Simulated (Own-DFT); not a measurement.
# Point defects and the pressure they add: C11b WSi2

Source: density functional calculations with Own-DFT, an unreviewed in-house program that is no longer used. Nothing was measured or relaxed, and spin and spin-orbit coupling are left out.

Settings: PBE; PseudoDojo norm-conserving scalar-relativistic files; cutoff 50 hartree; 5 x 5 x 5 k mesh centred on Gamma; cold (Marzari-Vanderbilt) smearing of 0.2 eV.

Known weak points: forces on such cells failed a check on a denser k mesh; stress not checked against mesh or cutoff.

All runs share one cell, with vectors in Å (-2.148, -5.953, 3.409); (-6.444, 2.976, 1.136); (-2.553, -2.948, -6.757) and a volume of 403.2 Å³. The atoms are randomly displaced, by u rms on each axis. The defect's site can differ from row to row.

| cell | formula | u (Å) | P (GPa) |
|---|---|---|---|
| no defect | Si20W10 | 0.0177 | 4.45 |
| no defect | Si20W10 | 0.0188 | 4.40 |
| no defect | Si20W10 | 0.0425 | 5.66 |
| one Si vacancy | Si19W10 | 0.0302 | 3.27 |
| one Si vacancy | Si19W10 | 0.0318 | 3.43 |
| one Si vacancy | Si19W10 | 0.0542 | 4.47 |
| one Si vacancy | Si19W10 | 0.0566 | ? |
| one W on a Si site | Si19W11 | 0.0319 | 10.09 |
| one W on a Si site | Si19W11 | 0.0502 | 10.63 |
| one W on a Si site | Si19W11 | 0.0558 | 12.20 |
| one Si on a W site | Si21W9 | 0.0281 | 6.19 |
| one Si on a W site | Si21W9 | 0.0496 | 6.97 |
| one Si on a W site | Si21W9 | 0.0583 | 8.05 |

## Fit

P = P0 + c u² + a shift for each defect gives P0 = 4.24 GPa, c = 723 ± 111 GPa/Å² and a scatter of 0.35 GPa. The shifts, and each times the cell's volume:

- one W on a Si site: 5.12 ± 0.32 GPa, 12.9 eV
- one Si on a W site: 1.23 ± 0.32 GPa, 3.1 eV
- one Si vacancy: -1.69 ± 0.30 GPa, -4.3 eV

Against the defect-free cell, a freed cell would be larger where the shift is positive and smaller where it is negative (160.2 GPa Å³ is 1 eV). The atoms around the defects weren't relaxed, which would change these numbers.

## Withheld run

Question: what pressure belongs in the blank (one Si vacancy, u = 0.0566 Å)?

Estimate: 4.87 ± 0.44 GPa. DFT gave 4.75 GPa.
